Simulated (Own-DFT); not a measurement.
# What a defect does to the pressure of its cell: grey tin

No measurement is shown. These are fixed-geometry runs of a retired plane-wave code named Own-DFT, which no person has reviewed; spin and spin-orbit coupling are neglected.

Common settings: PBE; PseudoDojo norm-conserving scalar-relativistic files; cutoff 42 hartree; 3 x 3 x 3 k mesh centred on Gamma; cold (Marzari-Vanderbilt) smearing of 0.2 eV.

Known weak points (not all hold for every row): not probed for a lower state with spin; forces on such cells moved up to 12 meV/angstrom on a denser k mesh; stress not checked against mesh or cutoff.

All runs share one cell, with vectors in Å (12.978, 0.000, 0.000); (0.000, 12.978, 0.000); (0.000, 0.000, 12.978) and a volume of 2185.9 Å³. Atoms were moved at random from their sites; u is the rms move along one axis. The defect's site can differ from row to row.

```
            cell  formula   u (Å)  P (GPa)
       no defect     Sn64  0.0208     3.40
       no defect     Sn64  0.0470     3.57
       no defect     Sn64  0.0522     3.69
two Sn vacancies     Sn62  0.0292     3.11
two Sn vacancies     Sn62  0.0294     3.12
two Sn vacancies     Sn62  0.0529     3.35
  one Sn vacancy     Sn63  0.0308     3.24
  one Sn vacancy     Sn63  0.0311     3.23
  one Sn vacancy     Sn63  0.0484        ?
  one Sn vacancy     Sn63  0.0494     3.40
```

## What the rows give

P = P0 + c u² + a shift for each defect gives P0 = 3.34 GPa, c = 119 ± 7 GPa/Å² and a scatter of 0.02 GPa. The shifts, and each times the cell's volume:

- one Sn vacancy: -0.22 ± 0.02 GPa, -3.0 eV
- two Sn vacancies: -0.33 ± 0.02 GPa, -4.5 eV (-2.2 eV for each of its 2 sites)

Against the defect-free cell, a freed cell would be larger where the shift is positive and smaller where it is negative (160.2 GPa Å³ is 1 eV). The atoms around the defects weren't relaxed, which would change these numbers.

## Withheld run

Q: what pressure belongs in the blank (one Sn vacancy, u = 0.0484 Å)?

Estimate: 3.40 ± 0.02 GPa. DFT gave 3.43 GPa.
